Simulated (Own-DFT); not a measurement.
# Which defects push the lattice out? 4H SiC

Calculated, not measured: single-point runs of Own-DFT, a retired in-house plane-wave DFT program that no person has reviewed, on unrelaxed cells, without spin or spin-orbit coupling.

All runs used: PBE; PseudoDojo norm-conserving scalar-relativistic files; cutoff 42 hartree; 4 x 4 x 3 k mesh centred on Gamma; Fermi-Dirac smearing of 0.1 eV.

Known weak points (not all hold for every row): not probed for a lower state with spin; forces on such cells failed a check on a denser k mesh; forces on such cells passed a denser k mesh, each cell not checked; stress not checked against mesh or cutoff.

All runs share one cell, with vectors in Å (9.248, 0.000, 0.000); (-4.624, 8.009, 0.000); (0.000, 0.000, 10.068) and a volume of 745.7 Å³. u is the rms random offset of the atoms per axis. The defect's site can differ from row to row.

| cell | formula | u (Å) | P (GPa) |
|---|---|---|---|
| no defect | C36Si36 | 0.0301 | 3.85 |
| no defect | C36Si36 | 0.0309 | 3.80 |
| no defect | C36Si36 | 0.0606 | 6.37 |
| one C vacancy | C35Si36 | 0.0305 | 3.63 |
| one C vacancy | C35Si36 | 0.0315 | ? |
| one C vacancy | C35Si36 | 0.0516 | 4.73 |
| one C vacancy | C35Si36 | 0.0525 | 4.83 |
| one C on a Si site and one Si on a C site | C36Si36 | 0.0278 | 7.15 |
| one C on a Si site and one Si on a C site | C36Si36 | 0.0472 | 8.41 |
| one C on a Si site and one Si on a C site | C36Si36 | 0.0498 | 8.51 |
| two Al on a Si site each | Al2C36Si34 | 0.0331 | 5.83 |
| two Al on a Si site each | Al2C36Si34 | 0.0483 | 7.31 |
| two Al on a Si site each | Al2C36Si34 | 0.0500 | 7.00 |
| two N on a C site each | C34N2Si36 | 0.0280 | 2.53 |
| two N on a C site each | C34N2Si36 | 0.0489 | 3.98 |
| two N on a C site each | C34N2Si36 | 0.0498 | 4.04 |

## Fit

P = P0 + c u² + a shift for each defect gives P0 = 3.09 GPa, c = 861 ± 50 GPa/Å² and a scatter of 0.17 GPa. The shifts, and each times the cell's volume:

- one C on a Si site and one Si on a C site: 3.37 ± 0.14 GPa, 15.7 eV
- two Al on a Si site each: 1.93 ± 0.14 GPa, 9.0 eV (4.5 eV for each of its 2 sites)
- one C vacancy: -0.51 ± 0.14 GPa, -2.4 eV
- two N on a C site each: -1.19 ± 0.14 GPa, -5.5 eV (-2.8 eV for each of its 2 sites)

A positive shift means that the defect pushes the cell outwards. Shift times volume (160.2 GPa Å³ is 1 eV) depends little on the cell's size, so, taken for each site, it can be compared between cells at like pressure. The atoms around the defects weren't relaxed, which would change these numbers.

## The run left out

Q: what pressure belongs in the blank (one C vacancy, u = 0.0315 Å)?

Estimate: 3.43 ± 0.21 GPa. Computed: 3.74 GPa.
